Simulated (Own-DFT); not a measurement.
# Point defects and the pressure they add: C40 NbSi2

The numbers are computed, not measured, by runs of the plane-wave DFT program Own-DFT (in-house, retired, unreviewed) at fixed positions, with no spin and no spin-orbit coupling.

All runs used: PBE; PseudoDojo norm-conserving scalar-relativistic files; cutoff 42 hartree; 4 x 4 x 5 k mesh centred on Gamma; cold (Marzari-Vanderbilt) smearing of 0.2 eV.

Known weak points: forces on such cells failed a check on a denser k mesh; stress not checked against mesh or cutoff.

All runs share one cell, with vectors in Å (0.000, 8.324, 0.000); (-9.613, 0.000, 0.000); (0.000, 0.000, 6.586) and a volume of 527.0 Å³. u is the rms random offset of the atoms per axis. The defect's site can differ from row to row.

| cell | formula | u (Å) | P (GPa) |
|---|---|---|---|
| no defect | Nb12Si24 | 0.0188 | 1.46 |
| no defect | Nb12Si24 | 0.0461 | 2.53 |
| no defect | Nb12Si24 | 0.0477 | 2.52 |
| two Si on a Nb site each | Nb10Si26 | 0.0274 | 1.58 |
| two Si on a Nb site each | Nb10Si26 | 0.0280 | 1.59 |
| two Si on a Nb site each | Nb10Si26 | 0.0509 | 2.33 |
| two Si on a Nb site each | Nb10Si26 | 0.0524 | ? |
| one Si vacancy | Nb12Si23 | 0.0235 | 0.70 |
| one Si vacancy | Nb12Si23 | 0.0488 | 1.57 |
| one Si vacancy | Nb12Si23 | 0.0527 | 2.01 |
| two Nb on a Si site each | Nb14Si22 | 0.0281 | 7.47 |
| two Nb on a Si site each | Nb14Si22 | 0.0321 | 7.52 |
| two Nb on a Si site each | Nb14Si22 | 0.0470 | 8.60 |
| two Nb vacancies | Nb10Si24 | 0.0318 | -0.44 |
| two Nb vacancies | Nb10Si24 | 0.0508 | 0.86 |
| two Nb vacancies | Nb10Si24 | 0.0581 | 1.20 |

## Working it out

P = P0 + c u² + a shift for each defect gives P0 = 1.22 GPa, c = 597 ± 50 GPa/Å² and a scatter of 0.17 GPa. The shifts, and each times the cell's volume:

- two Nb on a Si site each: 5.84 ± 0.14 GPa, 19.2 eV (9.6 eV for each of its 2 sites)
- two Si on a Nb site each: -0.21 ± 0.14 GPa, -0.7 eV (-0.3 eV for each of its 2 sites) (not resolved)
- one Si vacancy: -0.93 ± 0.14 GPa, -3.1 eV
- two Nb vacancies: -2.07 ± 0.14 GPa, -6.8 eV (-3.4 eV for each of its 2 sites)

Against the defect-free cell, a freed cell would be larger where the shift is positive and smaller where it is negative (160.2 GPa Å³ is 1 eV). The atoms around the defects weren't relaxed, which would change these numbers.

## Test on the hidden row

The question: what pressure belongs in the blank (two Si on a Nb site each, u = 0.0524 Å)?

Estimate: 2.65 ± 0.21 GPa. The run itself gave 2.47 GPa.
